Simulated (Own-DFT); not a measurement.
# Strain and stress in wurtzite AlN, 128 atoms (Al64N64)

Calculated results; nothing here was measured. They come from Own-DFT, an in-house plane-wave density functional program, since retired, whose code no person has reviewed. Each row is one single-point run on a periodic cell that was not relaxed, without spin or spin-orbit coupling.

Settings of every run: PBE; PseudoDojo norm-conserving scalar-relativistic files; cutoff 42 hartree; 3 x 3 x 3 k mesh centred on Gamma; Gaussian smearing of 0.01 eV.

Known limits: k mesh not checked against a denser one; stress not checked against mesh or cutoff.

Unstrained cell vectors in Å: (12.448, 0.000, 0.000); (-6.224, 10.780, 0.000); (0.000, 0.000, 9.964). The unstrained cell has measured lattice constants (interpolated for alloys), not those of this functional. That, the random moves and any unrelaxed bonds set the pressure at no strain. Each run strains this cell uniformly, with the atoms carried along. Every atom was also moved at random, by a Gaussian of width 0.05 Å on each axis. Strain is the symmetric tensor, in per cent. Stress is positive in tension, and the pressure is minus a third of its trace.

| run | e_xx (%) | e_yy (%) | e_zz (%) | e_yz (%) | e_xz (%) | e_xy (%) | s_xx (GPa) | s_yy (GPa) | s_zz (GPa) | s_yz (GPa) | s_xz (GPa) | s_xy (GPa) | P (GPa) | E (meV/atom) |
|---|---|---|---|---|---|---|---|---|---|---|---|---|---|---|
| 1 | 0.12 | 1.68 | -0.16 | -1.84 | 0.34 | -1.65 | -3.91 | 2.02 | -4.91 | -4.83 | 1.06 | -5.48 | 2.27 | 5.6 |
| 2 | 1.41 | -1.61 | -0.77 | 0.39 | -1.41 | -1.57 | -3.35 | -13.57 | -8.15 | 1.61 | -4.73 | -5.98 | 8.35 | 28.8 |
| 3 | 0.98 | -1.97 | -1.13 | 0.69 | -1.13 | 1.13 | -3.42 | -16.48 | -12.58 | 2.09 | -3.22 | 3.81 | 10.83 | 36.0 |
| 4 | 1.65 | -0.09 | -0.53 | 0.23 | -1.23 | 0.95 | 1.22 | -3.88 | -7.64 | 1.02 | -3.30 | 2.74 | 3.43 | 0.6 |
| 5 | 1.56 | 0.54 | 1.04 | 0.72 | 0.24 | -1.48 | 3.18 | -3.26 | 0.64 | 2.25 | 0.49 | -6.07 | -0.19 | 6.7 |
| 6 | 0.11 | -1.75 | -1.77 | -1.51 | 0.77 | -0.09 | -8.61 | -15.13 | -16.69 | -3.53 | 1.80 | -0.18 | 13.48 | 35.4 |
| 7 | 1.81 | 0.60 | -0.11 | -1.92 | -0.33 | 0.83 | 3.50 | -1.44 | -5.08 | -5.06 | -1.29 | 1.99 | 1.01 | 4.4 |
| 8 | -1.27 | -1.52 | 1.77 | 1.30 | 0.13 | -1.13 | -12.38 | -14.97 | 1.14 | 3.57 | 0.86 | -4.34 | 8.74 | 36.0 |
| 9 | 0.93 | 1.93 | -1.80 | -1.61 | -1.84 | -0.54 | -0.29 | 1.97 | -13.36 | -4.33 | -4.96 | -1.92 | 3.89 | 27.4 |
| 10 | 1.54 | 1.66 | 1.00 | -1.73 | 1.21 | -0.85 | 3.56 | 4.06 | -0.72 | -4.31 | 2.28 | -2.97 | -2.30 | 9.1 |
| 11 | -1.28 | 0.63 | -0.43 | 1.54 | 1.32 | 0.18 | -11.92 | -3.71 | -8.22 | 4.31 | 3.16 | 0.94 | 7.95 | 12.8 |
| 12 | 0.36 | -1.02 | 1.87 | 0.68 | -1.26 | 0.99 | -4.17 | -8.79 | 2.13 | 1.20 | -2.40 | 4.02 | 3.61 | 15.0 |
| 13 | -1.74 | -0.54 | 0.54 | 1.05 | -0.01 | 0.13 | -15.49 | -9.55 | -4.21 | 3.14 | 0.01 | -0.06 | 9.75 | 18.5 |
| 14 | 0.90 | 1.85 | 0.87 | 0.01 | -1.90 | 1.64 | 0.46 | 4.37 | -2.90 | 0.49 | -4.75 | 5.92 | -0.65 | 23.4 |
| 15 | 0.99 | 0.07 | 1.15 | -0.30 | 0.99 | 1.06 | -1.03 | -3.25 | 0.71 | -0.93 | 2.51 | 2.98 | 1.19 | 0.0 |
| 16 | 0.18 | -1.48 | 1.01 | -0.08 | 1.23 | -0.40 | ? | ? | ? | ? | ? | ? | ? | ? |

E is the free energy for each atom above the lowest run shown.

## Worked fit

Each stress component was fitted by least squares to a constant and the strains of the runs shown, as fractions, with shears doubled. Shear strains stay in the fit of a normal stress only where such slopes are resolved. The slopes, in GPa:

| stress | at no strain | per e_xx | per e_yy | per e_zz | scatter |
|---|---|---|---|---|---|
| s_xx | -6.2 | 482 ± 17 | 113 ± 14 | 63 ± 16 | 0.69 |
| s_yy | -6.1 | 86 ± 26 | 490 ± 21 | 61 ± 24 | 1.06 |
| s_zz | -6.1 | 51 ± 27 | 38 ± 22 | 478 ± 26 | 1.13 |

Each shear stress against twice its own strain: yz 138 ± 5, xz 121 ± 6, xy 177 ± 7 GPa. These are stiffnesses along x, y and z of the frame in which the cell vectors are given, which need not be the crystal's axes. The atoms are held to the strained lattice; where symmetry lets them move under strain, relaxing them would lower some slopes. The table should be nearly symmetric about its diagonal, and what it lacks of that shows the noise. A ninth of its sum, 207 ± 5 GPa, estimates the bulk modulus near the mean pressure of these runs, 4.8 GPa, so it lies above the value at zero pressure.

## Withheld run

Question: what normal stresses and pressure should run 16 give?

The fit gives s_xx = -6.4, s_yy = -12.6, s_zz = -1.8 and P = 6.9 GPa. The calculation gave -4.95, -12.71, -2.56 and P = 6.74 GPa.
